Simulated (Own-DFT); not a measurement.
# Point defects and the pressure they add: zincblende GaAs

The numbers are computed, not measured, by runs of the plane-wave DFT program Own-DFT (in-house, retired, unreviewed) at fixed positions, with no spin and no spin-orbit coupling.

Method: PBE; PseudoDojo norm-conserving scalar-relativistic files; cutoff 42 hartree; 3 x 3 x 3 k mesh centred on Gamma; Fermi-Dirac smearing of 0.1 eV.

Limits (not all hold for every row): not probed for a lower state with spin; forces not confirmed at this smearing and k mesh; stress not checked against mesh or cutoff.

All runs share one cell, with vectors in Å (11.737, 0.000, 0.000); (0.000, 11.737, 0.000); (0.000, 0.000, 10.919) and a volume of 1504.3 Å³, strained against the parent crystal. u is the rms random offset of the atoms per axis. The defect's site can differ from row to row.

| cell | formula | u (Å) | P (GPa) |
|---|---|---|---|
| no defect | As32Ga32 | 0.0313 | 0.76 |
| no defect | As32Ga32 | 0.0315 | 0.76 |
| no defect | As32Ga32 | 0.0499 | 1.04 |
| one P on an As site | As31Ga32P | 0.0305 | ? |
| one P on an As site | As31Ga32P | 0.0307 | 0.51 |
| one P on an As site | As31Ga32P | 0.0471 | 0.79 |
| one P on an As site | As31Ga32P | 0.0505 | 0.78 |
| one In on a Ga site | As32Ga31In | 0.0298 | 1.34 |
| one In on a Ga site | As32Ga31In | 0.0461 | 1.53 |
| one In on a Ga site | As32Ga31In | 0.0502 | 1.63 |
| one As vacancy and one Ga vacancy | As31Ga31 | 0.0297 | 0.45 |
| one As vacancy and one Ga vacancy | As31Ga31 | 0.0499 | 0.64 |
| one As vacancy and one Ga vacancy | As31Ga31 | 0.0516 | 0.81 |
| one Al on a Ga site | AlAs32Ga31 | 0.0296 | 0.74 |
| one Al on a Ga site | AlAs32Ga31 | 0.0298 | 0.73 |
| one Al on a Ga site | AlAs32Ga31 | 0.0493 | 1.09 |

## What the rows give

P = P0 + c u² + a shift for each defect gives P0 = 0.57 GPa, c = 188 ± 15 GPa/Å² and a scatter of 0.04 GPa. The shifts, and each times the cell's volume:

- one In on a Ga site: 0.58 ± 0.04 GPa, 5.4 eV
- one Al on a Ga site: 0.01 ± 0.03 GPa, 0.1 eV (not resolved)
- one P on an As site: -0.24 ± 0.04 GPa, -2.3 eV
- one As vacancy and one Ga vacancy: -0.32 ± 0.04 GPa, -3.0 eV

A positive shift means that the defect pushes the cell outwards. Shift times volume (160.2 GPa Å³ is 1 eV) depends little on the cell's size, so, taken for each site, it can be compared between cells at like pressure. The atoms around the defects weren't relaxed, which would change these numbers.

## Prediction

Question: what pressure belongs in the blank (one P on an As site, u = 0.0305 Å)?

The fit gives 0.51 ± 0.05 GPa. DFT gave 0.51 GPa.
